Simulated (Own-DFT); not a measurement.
# Computed records: GaP (zincblende, strained, atoms displaced), SiC (4H silicon carbide, strained, atoms displaced), SiC (4H silicon carbide, atoms displaced), GaAs (zincblende with one plane slipped along a stacking-fault path, atoms displaced)

A calculation, not a measurement: plane-wave PBE density functional theory by an unreviewed code, no spin, of a simulated periodic cell, stress positive in tension, free energy of the whole cell less one offset for each atom, forces on such cells passed a denser k mesh, this cell's mesh not checked; offsets are fitted by least squares, one for each functional and potential file, so energies compare only between cells with the same atoms and settings and are not formation energies; the far tail of each file's local potential was reset to the Coulomb form; each entry is a single point on an unrelaxed cell, so the pressure reflects the starting lattice, mostly measured values (interpolated for alloys), from which strain is counted, and rises with the displacements; printed positions are rounded, which can move forces by about a meV/angstrom; the program, named Own-DFT, is a retired in-house code; no spin-orbit coupling. Program: Own-DFT development build.

Settings shared by all entries: functional PBE; potential files PseudoDojo norm-conserving, scalar-relativistic, standard set; wave cutoff 42 hartree; occupations Fermi-Dirac; smearing width 0.1 eV.

(1) GaP (zincblende, strained, atoms displaced)

```cif
# cell vector a (Å): 10.8620 0.0000 0.0000
# cell vector b (Å): 0.0000 10.8620 0.0000
# cell vector c (Å): 0.0000 0.0000 10.9439
data_GaP
_symmetry_space_group_name_H-M 'P 1'
_symmetry_Int_Tables_number 1
_cell_length_a 10.8620
_cell_length_b 10.8620
_cell_length_c 10.9439
_cell_angle_alpha 90.000
_cell_angle_beta 90.000
_cell_angle_gamma 90.000
_cell_volume 1291.19
loop_
_atom_site_label
_atom_site_type_symbol
_atom_site_fract_x
_atom_site_fract_y
_atom_site_fract_z
_atom_site_occupancy
Ga1 Ga 0.99913 0.99675 0.99759 1
Ga2 Ga 0.99734 0.24887 0.24627 1
Ga3 Ga 0.24739 0.99557 0.25235 1
Ga4 Ga 0.25108 0.25151 0.99912 1
P1 P 0.12584 0.12544 0.12519 1
P2 P 0.12437 0.37210 0.37622 1
P3 P 0.37841 0.12663 0.37411 1
P4 P 0.37720 0.37941 0.12731 1
Ga5 Ga 0.00162 0.99615 0.49807 1
Ga6 Ga 0.99987 0.24796 0.75347 1
Ga7 Ga 0.24652 0.99665 0.74954 1
Ga8 Ga 0.25363 0.25110 0.49746 1
P5 P 0.12374 0.12419 0.62730 1
P6 P 0.12549 0.37463 0.87372 1
P7 P 0.37593 0.12176 0.88055 1
P8 P 0.37528 0.37037 0.62271 1
Ga9 Ga 0.00266 0.49992 0.99971 1
Ga10 Ga 0.00312 0.75308 0.25163 1
Ga11 Ga 0.24519 0.49894 0.25406 1
Ga12 Ga 0.24747 0.74845 0.99965 1
P9 P 0.12454 0.62162 0.12868 1
P10 P 0.12549 0.87617 0.37227 1
P11 P 0.37785 0.62364 0.37583 1
P12 P 0.37836 0.87363 0.12283 1
Ga13 Ga 0.99545 0.49906 0.50228 1
Ga14 Ga 0.00522 0.75185 0.75239 1
Ga15 Ga 0.24828 0.50210 0.74357 1
Ga16 Ga 0.24942 0.74917 0.49933 1
P13 P 0.13214 0.62452 0.62469 1
P14 P 0.12238 0.87097 0.87517 1
P15 P 0.37371 0.62633 0.87398 1
P16 P 0.37631 0.87470 0.62165 1
Ga17 Ga 0.50233 0.99530 0.00173 1
Ga18 Ga 0.50095 0.24597 0.24949 1
Ga19 Ga 0.75047 0.99949 0.24951 1
Ga20 Ga 0.74703 0.25141 0.00099 1
P17 P 0.62365 0.11945 0.12657 1
P18 P 0.62706 0.37628 0.37821 1
P19 P 0.87817 0.12656 0.37583 1
P20 P 0.87512 0.37313 0.12344 1
Ga21 Ga 0.49809 0.00019 0.50158 1
Ga22 Ga 0.50186 0.24718 0.74525 1
Ga23 Ga 0.74861 0.99764 0.75130 1
Ga24 Ga 0.75219 0.24428 0.50338 1
P21 P 0.62695 0.12260 0.63156 1
P22 P 0.62782 0.37578 0.87259 1
P23 P 0.86968 0.12709 0.87399 1
P24 P 0.87556 0.37365 0.62688 1
Ga25 Ga 0.49589 0.50236 0.00357 1
Ga26 Ga 0.49935 0.75167 0.24039 1
Ga27 Ga 0.74791 0.49576 0.24762 1
Ga28 Ga 0.75189 0.75062 0.00408 1
P25 P 0.62079 0.61997 0.12615 1
P26 P 0.61874 0.87636 0.37449 1
P27 P 0.87270 0.62703 0.37631 1
P28 P 0.87628 0.87890 0.12695 1
Ga29 Ga 0.50014 0.49746 0.50270 1
Ga30 Ga 0.50039 0.75085 0.74631 1
Ga31 Ga 0.74920 0.50077 0.75481 1
Ga32 Ga 0.74805 0.74637 0.50037 1
P29 P 0.62384 0.62931 0.62273 1
P30 P 0.62597 0.87606 0.87808 1
P31 P 0.87545 0.62109 0.87603 1
P32 P 0.87295 0.87553 0.62381 1
```

It was run with hardware one NVIDIA H100 and k mesh 3 x 3 x 3 centred on Gamma.

It finds free energy of cell above offsets -35.144 eV; pressure 3.12 GPa; stress xx -3.3 GPa; stress yy -3.3 GPa; stress zz -2.74 GPa; stress yz 0.24 GPa; stress xz 0.21 GPa; stress xy 0.15 GPa; wall time 510.4 s.

Force:
```tsv
element	x (eV/Å)	y (eV/Å)	z (eV/Å)
Ga	-0.053	0.73	0.007
Ga	0.348	0.057	0.318
Ga	0.768	0.714	-0.525
Ga	0.196	0.087	0.289
P	-0.031	-0.307	-0.237
P	-0.471	0.113	-0.018
P	-0.565	-0.502	0.076
P	-0.51	-0.663	0.137
Ga	-0.183	0.463	0.3
Ga	-0.106	0.124	-0.199
Ga	0.486	0.201	0.165
Ga	-0.475	-0.496	0.109
P	0.215	0.032	-0.446
P	0.189	0.158	-0.053
P	0.005	0.072	-0.71
P	0.052	0.456	0.41
Ga	-0.163	-0.197	0.048
Ga	-0.536	-0.433	-0.195
Ga	0.635	-0.011	0.147
Ga	0.193	-0.114	0.234
P	-0.058	0.461	-0.262
P	0.083	-0.464	0.695
P	-0.227	0.217	-0.303
P	-1.092	0.158	-0.068
Ga	0.445	0.128	-0.156
Ga	-0.83	-0.695	-0.639
Ga	0.683	-0.686	0.798
Ga	0.433	0.051	-0.377
P	-1.336	0.349	-0.395
P	0.479	0.529	0.34
P	0.045	-0.148	-0.224
P	-0.505	0.067	0.411
Ga	-0.167	0.436	-0.167
Ga	0.25	0.675	-0.006
Ga	-0.071	0.103	0.655
Ga	-0.109	-0.291	0.046
P	0.253	0.575	-0.25
P	-0.066	-0.72	-0.079
P	-0.267	-0.459	-0.136
P	-0.037	0.263	-0.063
Ga	0.319	0.353	-0.052
Ga	-0.335	0.153	0.929
Ga	0.301	-0.037	0.175
Ga	-0.16	0.429	-0.088
P	-0.145	-0.23	-0.962
P	-1.009	-0.075	0.472
P	0.428	-0.404	0.328
P	-0.219	0.045	0.257
Ga	0.25	-0.298	-0.899
Ga	0.086	-0.446	1.152
Ga	0.292	0.272	0.338
Ga	-0.115	-0.349	-0.086
P	0.795	0.564	-0.204
P	0.64	-0.312	-0.136
P	0.258	-0.298	-0.487
P	0.046	-0.558	-0.03
Ga	0.032	0.225	-0.177
Ga	-0.039	0.155	0.524
Ga	0.072	0.129	-0.839
Ga	-0.059	0.777	-0.347
P	0.092	-0.897	0.579
P	0.035	-0.624	-0.34
P	0.242	0.763	0.083
P	0.288	-0.373	0.134
```

(2) SiC (4H silicon carbide, strained, atoms displaced)

```cif
# cell vector a (Å): 9.3780 0.1361 -0.1415
# cell vector b (Å): -4.5711 7.9117 -0.0032
# cell vector c (Å): -0.1541 -0.0929 9.9941
data_SiC
_symmetry_space_group_name_H-M 'P 1'
_symmetry_Int_Tables_number 1
_cell_length_a 9.3801
_cell_length_b 9.1373
_cell_length_c 9.9957
_cell_angle_alpha 90.039
_cell_angle_beta 91.755
_cell_angle_gamma 119.182
_cell_volume 747.50
loop_
_atom_site_label
_atom_site_type_symbol
_atom_site_fract_x
_atom_site_fract_y
_atom_site_fract_z
_atom_site_occupancy
Si1 Si 0.99484 0.99370 0.40864 1
Si2 Si 0.11448 0.22714 0.15673 1
C1 C 0.02166 0.01213 0.08606 1
C2 C 0.10885 0.22045 0.34743 1
Si3 Si 0.00461 0.33091 0.40803 1
Si4 Si 0.11666 0.55674 0.14806 1
C3 C 0.99928 0.33140 0.08643 1
C4 C 0.11114 0.55831 0.34900 1
Si5 Si 0.01067 0.67876 0.40005 1
Si6 Si 0.11711 0.89738 0.16383 1
C5 C 0.99648 0.65759 0.09213 1
C6 C 0.11484 0.88976 0.34517 1
Si7 Si 0.34079 0.00078 0.40707 1
Si8 Si 0.43534 0.22088 0.16092 1
C7 C 0.32092 0.99217 0.09525 1
C8 C 0.44286 0.22251 0.35117 1
Si9 Si 0.33323 0.33072 0.40936 1
Si10 Si 0.44503 0.55221 0.15420 1
C9 C 0.34043 0.33385 0.09456 1
C10 C 0.44607 0.55666 0.33185 1
Si11 Si 0.32921 0.66832 0.40129 1
Si12 Si 0.44735 0.89506 0.16097 1
C11 C 0.35293 0.68585 0.09515 1
C12 C 0.44330 0.88495 0.34077 1
Si13 Si 0.66544 0.98939 0.41024 1
Si14 Si 0.77144 0.22750 0.16010 1
C13 C 0.65653 0.99628 0.09609 1
C14 C 0.78043 0.23618 0.35023 1
Si15 Si 0.65948 0.32334 0.41071 1
Si16 Si 0.78516 0.56054 0.15590 1
C15 C 0.65336 0.33464 0.08372 1
C16 C 0.76842 0.54409 0.33863 1
Si17 Si 0.67264 0.67470 0.40982 1
Si18 Si 0.78290 0.88308 0.17061 1
C17 C 0.65733 0.65762 0.10051 1
C18 C 0.77514 0.89074 0.35184 1
Si19 Si 0.99656 0.98467 0.90250 1
Si20 Si 0.88576 0.77503 0.66723 1
C19 C 0.00229 0.99496 0.59432 1
C20 C 0.88496 0.76962 0.84195 1
Si21 Si 0.00771 0.66976 0.91085 1
Si22 Si 0.90006 0.44812 0.65560 1
C21 C 0.99660 0.66722 0.58896 1
C22 C 0.89439 0.43295 0.84274 1
Si23 Si 0.00189 0.34191 0.90477 1
Si24 Si 0.88471 0.10587 0.65753 1
C23 C 0.00407 0.33953 0.59781 1
C24 C 0.88600 0.10993 0.83258 1
Si25 Si 0.65823 0.00322 0.90183 1
Si26 Si 0.55477 0.78102 0.66277 1
C25 C 0.64717 0.98928 0.59559 1
C26 C 0.55636 0.78228 0.84273 1
Si27 Si 0.67506 0.66716 0.90486 1
Si28 Si 0.55297 0.44556 0.66001 1
C27 C 0.67264 0.66990 0.59390 1
C28 C 0.56370 0.44314 0.84912 1
Si29 Si 0.66389 0.32519 0.91259 1
Si30 Si 0.54293 0.10923 0.65019 1
C29 C 0.66248 0.32662 0.59593 1
C30 C 0.56129 0.10781 0.84121 1
Si31 Si 0.33174 0.99947 0.91059 1
Si32 Si 0.21610 0.77909 0.66708 1
C31 C 0.33244 0.99118 0.58694 1
C32 C 0.22122 0.77354 0.83267 1
Si33 Si 0.34067 0.66968 0.90953 1
Si34 Si 0.22567 0.44840 0.65545 1
C33 C 0.33465 0.66781 0.60060 1
C34 C 0.21928 0.44129 0.85157 1
Si35 Si 0.33516 0.33258 0.91358 1
Si36 Si 0.22333 0.10355 0.65713 1
C35 C 0.33508 0.34138 0.59235 1
C36 C 0.22054 0.10728 0.84765 1
```

Settings of this run: hardware one NVIDIA H100 and k mesh 4 x 4 x 3 centred on Gamma.

Results for SiC (4H silicon carbide, strained, atoms displaced): free energy of cell above offsets -3.907 eV; pressure 5.42 GPa; stress xx 1.32 GPa; stress yy -4.21 GPa; stress zz -13.37 GPa; stress yz -2.14 GPa; stress xz -4.98 GPa; stress xy 7.22 GPa; wall time 358.2 s.

Force:
```tsv
element	x (eV/Å)	y (eV/Å)	z (eV/Å)
Si	0.881	1.004	0.321
Si	0.062	0.18	-0.426
C	-2.192	-1.913	1.794
C	0.792	-0.626	-0.606
Si	-1.755	1.35	0.568
Si	0.561	0.011	1.603
C	-0.343	0.164	1.95
C	0.6	-0.545	-1.759
Si	-1.432	-3.314	1.289
Si	-0.133	-1.695	-1.726
C	-0.086	2.127	0.764
C	-0.414	1.545	0.091
Si	-0.708	-0.496	-0.854
Si	2.112	-0.388	-0.252
C	1.632	1.141	0.561
C	0.184	-0.868	-1.035
Si	-0.591	1.425	-0.818
Si	-0.133	1.089	-0.514
C	-2.467	0.018	0.644
C	-0.405	-0.163	3.79
Si	1.364	-0.916	1.307
Si	-0.004	0.604	-1.003
C	-1.537	-3.288	-0.738
C	0.13	1.073	1.336
Si	-2.496	2.36	0.192
Si	0.567	-0.565	-0.852
C	1.781	1.331	0.141
C	1.702	-2.782	-0.713
Si	-0.149	2.318	0.157
Si	-1.441	-1.736	-0.308
C	1.359	-0.491	4.412
C	0.711	2.061	1.493
Si	-0.104	-2.892	-0.989
Si	-1.618	0.815	-3.485
C	2.111	2.133	-1.482
C	1.944	-0.131	-0.277
Si	-1.141	3.234	-0.274
Si	0.729	-0.127	-4.194
C	-0.761	0.211	0.607
C	0.823	-0.334	2.422
Si	-0.004	-1.662	-1.789
Si	-2.114	-0.545	-0.083
C	0.32	0.511	1.175
C	-4.236	3.147	-0.2
Si	3.111	-3.325	-0.136
Si	-0.309	0.643	-2.088
C	1.056	-1.691	-1.127
C	0.367	-0.664	3.997
Si	4.135	-1.133	1.666
Si	0.037	-1.526	-1.544
C	2.027	1.844	-0.818
C	0.779	-1.206	1.449
Si	-2.023	-0.155	1.338
Si	1.028	-0.003	-0.581
C	-1.14	-0.212	1.169
C	-1.726	-0.146	-0.728
Si	1.141	0.635	-3.472
Si	1.989	-0.014	1.266
C	-0.091	1.309	0.235
C	-4.477	0.957	-0.468
Si	0.898	-0.321	-1.037
Si	0.966	-1.012	-6.605
C	-1.542	0.506	1.811
C	-0.327	0.622	7.058
Si	-0.123	-0.205	-0.967
Si	-0.472	-0.211	1.125
C	-0.496	0.362	-1.236
C	0.979	0.769	-0.618
Si	0.031	0.107	-1.829
Si	-0.619	1.261	-0.409
C	0.605	-1.512	1.056
C	0.095	-0.047	-0.746
```

(3) SiC (4H silicon carbide, atoms displaced)

```cif
# cell vector a (Å): 6.1654 0.0000 0.0000
# cell vector b (Å): -3.0827 5.3394 0.0000
# cell vector c (Å): 0.0000 0.0000 10.0681
data_SiC
_symmetry_space_group_name_H-M 'P 1'
_symmetry_Int_Tables_number 1
_cell_length_a 6.1654
_cell_length_b 6.1654
_cell_length_c 10.0681
_cell_angle_alpha 90.000
_cell_angle_beta 90.000
_cell_angle_gamma 120.000
_cell_volume 331.44
loop_
_atom_site_label
_atom_site_type_symbol
_atom_site_fract_x
_atom_site_fract_y
_atom_site_fract_z
_atom_site_occupancy
Si1 Si 0.97724 0.99775 0.39841 1
Si2 Si 0.16618 0.33586 0.15829 1
C1 C 0.99494 0.98856 0.09424 1
C2 C 0.17038 0.32794 0.34525 1
Si3 Si 0.00724 0.49983 0.40823 1
Si4 Si 0.19096 0.85579 0.16686 1
C3 C 0.02778 0.51124 0.08003 1
C4 C 0.17837 0.80191 0.36042 1
Si5 Si 0.48266 0.98683 0.41827 1
Si6 Si 0.65346 0.33751 0.15870 1
C5 C 0.49372 0.00599 0.09195 1
C6 C 0.65788 0.33120 0.35244 1
Si7 Si 0.48918 0.47844 0.40831 1
Si8 Si 0.64737 0.80578 0.14546 1
C7 C 0.48862 0.48861 0.10069 1
C8 C 0.67113 0.80863 0.34175 1
Si9 Si 0.99890 0.96455 0.91527 1
Si10 Si 0.84940 0.67502 0.65733 1
C9 C 0.98223 0.99236 0.59579 1
C10 C 0.84241 0.64279 0.85205 1
Si11 Si 0.99420 0.46925 0.89754 1
Si12 Si 0.82737 0.15002 0.65354 1
C11 C 0.97421 0.47887 0.58991 1
C12 C 0.82211 0.15766 0.84508 1
Si13 Si 0.48111 0.99813 0.91056 1
Si14 Si 0.36730 0.68043 0.64213 1
C13 C 0.48035 0.97996 0.58820 1
C14 C 0.36755 0.68502 0.83666 1
Si15 Si 0.51620 0.50530 0.91696 1
Si16 Si 0.31277 0.14931 0.66298 1
C15 C 0.50611 0.48172 0.58992 1
C16 C 0.34281 0.14329 0.84060 1
```

It was run with hardware one NVIDIA H100 and k mesh 5 x 5 x 3 centred on Gamma.

It finds free energy of cell above offsets 1.330 eV; pressure 8.67 GPa; stress xx -7.05 GPa; stress yy -11.1 GPa; stress zz -7.85 GPa; stress yz 0.63 GPa; stress xz -1.65 GPa; stress xy 1.05 GPa; wall time 123.5 s.

Force:
```tsv
element	x (eV/Å)	y (eV/Å)	z (eV/Å)
Si	3.24	-0.615	1.904
Si	-1.6	-1.318	-0.521
C	0.039	0.483	1.723
C	-1.3	-0.731	-0.516
Si	-1.528	-4.069	0.909
Si	-1.486	-3.526	-0.46
C	-1.869	-0.233	2.892
C	-3.507	4.331	-3.971
Si	3.018	1.67	-3.609
Si	3.933	-0.609	0.84
C	1.746	0.303	0.874
C	1.943	-1.717	-2.026
Si	0.644	1.595	0.333
Si	0.227	4.086	2.712
C	0.064	-0.58	-1.833
C	-3.207	0.194	-0.83
Si	-0.768	2.417	-1.956
Si	-1	-3.056	0.309
C	1.837	0.137	-1.35
C	-1.44	0.964	-1.47
Si	2.375	2.764	0.798
Si	-2.481	1.491	1.588
C	2.525	1.168	0.9
C	1.501	-2.744	-0.456
Si	5.072	-1.827	-0.129
Si	-1.468	-4.939	3.172
C	0.504	3.453	2.395
C	-0.763	-2.607	0.53
Si	-1.187	-1.196	-3.005
Si	1.174	1.025	-1.776
C	-0.877	0.653	1.375
C	-5.36	3.035	0.651
```

(4) GaAs (zincblende with one plane slipped along a stacking-fault path, atoms displaced)

```cif
# cell vector a (Å): 5.6533 -5.6533 0.0000
# cell vector b (Å): 0.0000 5.6533 -5.6533
# cell vector c (Å): 12.2488 12.2488 9.4222
data_GaAs
_symmetry_space_group_name_H-M 'P 1'
_symmetry_Int_Tables_number 1
_cell_length_a 7.9950
_cell_length_b 7.9950
_cell_length_c 19.7191
_cell_angle_alpha 84.183
_cell_angle_beta 90.000
_cell_angle_gamma 120.000
_cell_volume 1084.07
loop_
_atom_site_label
_atom_site_type_symbol
_atom_site_fract_x
_atom_site_fract_y
_atom_site_fract_z
_atom_site_occupancy
Ga1 Ga 0.99243 0.99690 0.00216 1
As1 As 0.97252 0.95526 0.12537 1
Ga2 Ga 0.12948 0.28231 0.16868 1
As2 As 0.12028 0.23215 0.28932 1
Ga3 Ga 0.26900 0.05855 0.33465 1
As3 As 0.24362 0.00714 0.45983 1
Ga4 Ga 0.06514 0.15437 0.50001 1
As4 As 0.03563 0.11918 0.62581 1
Ga5 Ga 0.23346 0.43725 0.66740 1
As5 As 0.20000 0.40182 0.78588 1
Ga6 Ga 0.35955 0.20876 0.83054 1
As6 As 0.34552 0.17974 0.95962 1
Ga7 Ga 0.98897 0.50843 0.99787 1
As7 As 0.97981 0.44953 0.12668 1
Ga8 Ga 0.14039 0.78186 0.16693 1
As8 As 0.12645 0.74313 0.29037 1
Ga9 Ga 0.28358 0.54854 0.33343 1
As9 As 0.24595 0.50599 0.46178 1
Ga10 Ga 0.09116 0.67481 0.50225 1
As10 As 0.07263 0.62729 0.62847 1
Ga11 Ga 0.22747 0.94514 0.66737 1
As11 As 0.20256 0.89388 0.79117 1
Ga12 Ga 0.34657 0.71676 0.83332 1
As12 As 0.33970 0.67908 0.95838 1
Ga13 Ga 0.50298 0.99475 0.99649 1
As13 As 0.45002 0.94576 0.12316 1
Ga14 Ga 0.61945 0.26699 0.16164 1
As14 As 0.62360 0.25045 0.29028 1
Ga15 Ga 0.76209 0.03815 0.33459 1
As15 As 0.75191 0.00952 0.45958 1
Ga16 Ga 0.58017 0.16068 0.49897 1
As16 As 0.55523 0.11632 0.62429 1
Ga17 Ga 0.73005 0.45576 0.66503 1
As17 As 0.70730 0.40845 0.79320 1
Ga18 Ga 0.85861 0.21201 0.83116 1
As18 As 0.82808 0.16763 0.95833 1
Ga19 Ga 0.49967 0.50212 0.00319 1
As19 As 0.48724 0.45525 0.12812 1
Ga20 Ga 0.63781 0.76679 0.16319 1
As20 As 0.61820 0.73940 0.28829 1
Ga21 Ga 0.77734 0.54503 0.33532 1
As21 As 0.75100 0.52652 0.45768 1
Ga22 Ga 0.56948 0.66360 0.49917 1
As22 As 0.55451 0.62806 0.62790 1
Ga23 Ga 0.72983 0.94714 0.66717 1
As23 As 0.70887 0.89757 0.78724 1
Ga24 Ga 0.85788 0.71993 0.83456 1
As24 As 0.83471 0.68635 0.96169 1
```

Here we set k mesh 4 x 4 x 2 centred on Gamma.

The calculation gives: free energy of cell above offsets -17.278 eV; pressure 4.13 GPa; stress xx -3.98 GPa; stress yy -4.22 GPa; stress zz -4.2 GPa; stress yz -0.02 GPa; stress xz 0.25 GPa; stress xy 0.09 GPa.

Force:
```tsv
element	x (eV/Å)	y (eV/Å)	z (eV/Å)
Ga	0.662	-0.197	-0.65
As	0.486	0.126	-0.313
Ga	0.441	-1.525	0.395
As	-0.351	1.305	0.36
Ga	0.653	-0.93	0.038
As	0.462	-0.12	-0.806
Ga	0.889	0.066	-0.144
As	1.949	-2.125	-1.142
Ga	-1.361	0.438	-0.031
As	1.018	0.631	1.218
Ga	0.477	0.842	-0.481
As	-0.681	0.203	-0.188
Ga	0.658	-0.738	0.945
As	-1.276	1.035	-1.073
Ga	-1.241	0.777	1.229
As	0.081	0.165	0.759
Ga	-0.236	0.517	-0.215
As	-0.577	-0.424	-0.218
Ga	-0.684	0.287	0.812
As	-0.36	-0.332	0.038
Ga	-0.782	0.604	-0.18
As	-0.63	0.741	-0.285
Ga	0.986	-1.302	0.268
As	-0.623	-0.028	0.375
Ga	-0.324	1.037	0.407
As	1.535	-1.921	-0.835
Ga	1.626	-0.868	0.838
As	-0.934	-0.796	1.335
Ga	0.344	0.266	-1.266
As	-0.826	-0.056	-0.012
Ga	-0.19	0.664	-0.664
As	0.85	0.173	-0.705
Ga	-0.206	-0.015	0.542
As	-0.583	-0.552	0.432
Ga	0.097	0.128	-0.192
As	0.809	-0.285	-1.272
Ga	-0.385	-0.151	0.37
As	-1.835	0.783	-0.293
Ga	0.027	1.286	-0.627
As	0.082	-0.673	0.808
Ga	0.331	0.425	-1.494
As	0.721	-0.589	1.001
Ga	0.47	0.359	0.328
As	0.372	-1.397	-0.635
Ga	-1.615	1.227	0.867
As	-0.239	1.371	0.675
Ga	0.523	0.01	0.023
As	-0.613	-0.442	-0.343
```
